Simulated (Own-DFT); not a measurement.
# Which defects push the lattice out? zincblende GaAs

Source: density functional calculations with Own-DFT, an unreviewed in-house program that is no longer used. Nothing was measured or relaxed, and spin and spin-orbit coupling are left out.

Method: PBE; PseudoDojo norm-conserving scalar-relativistic files; cutoff 42 hartree; 3 x 3 x 3 k mesh centred on Gamma; Fermi-Dirac smearing of 0.1 eV.

Known weak points (not all hold for every row): not probed for a lower state with spin; forces not confirmed at this smearing and k mesh; stress not checked against mesh or cutoff.

All runs share one cell, with vectors in Å (11.737, 0.000, 0.000); (0.000, 11.737, 0.000); (0.000, 0.000, 10.833) and a volume of 1492.4 Å³, strained against the parent crystal. u is the rms random offset of the atoms per axis. The defect's site can differ from row to row.

| cell | formula | u (Å) | P (GPa) |
|---|---|---|---|
| no defect | As32Ga32 | 0.0304 | 1.29 |
| no defect | As32Ga32 | 0.0475 | 1.53 |
| no defect | As32Ga32 | 0.0478 | 1.57 |
| one In on a Ga site | As32Ga31In | 0.0496 | 2.10 |
| one In on a Ga site | As32Ga31In | 0.0527 | 2.21 |
| one In on a Ga site | As32Ga31In | 0.0535 | 2.28 |
| one Al on a Ga site | AlAs32Ga31 | 0.0307 | ? |
| one Al on a Ga site | AlAs32Ga31 | 0.0338 | 1.33 |
| one Al on a Ga site | AlAs32Ga31 | 0.0446 | 1.47 |
| one Al on a Ga site | AlAs32Ga31 | 0.0477 | 1.50 |
| one P on an As site | As31Ga32P | 0.0274 | 0.96 |
| one P on an As site | As31Ga32P | 0.0294 | 0.99 |
| one P on an As site | As31Ga32P | 0.0318 | 1.02 |
| one As vacancy and one Ga vacancy | As31Ga31 | 0.0297 | 0.95 |
| one As vacancy and one Ga vacancy | As31Ga31 | 0.0304 | 0.93 |
| one As vacancy and one Ga vacancy | As31Ga31 | 0.0532 | 1.26 |

## Fit

P = P0 + c u² + a shift for each defect gives P0 = 1.15 GPa, c = 175 ± 14 GPa/Å² and a scatter of 0.03 GPa. The shifts, and each times the cell's volume:

- one In on a Ga site: 0.58 ± 0.03 GPa, 5.4 eV
- one Al on a Ga site: -0.03 ± 0.02 GPa, -0.3 eV (not resolved)
- one P on an As site: -0.31 ± 0.03 GPa, -2.9 eV
- one As vacancy and one Ga vacancy: -0.37 ± 0.02 GPa, -3.5 eV

Positive is outwards. The product with the volume (160.2 GPa Å³ to the eV) is nearly free of the cell's size; divided by the bulk modulus at the cell's pressure it gives the volume that the defect adds. The atoms around the defects weren't relaxed, which would change these numbers.

## Withheld run

The question: what pressure belongs in the blank (one Al on a Ga site, u = 0.0307 Å)?

The fitted form gives 1.28 ± 0.04 GPa. The hidden result is 1.22 GPa.
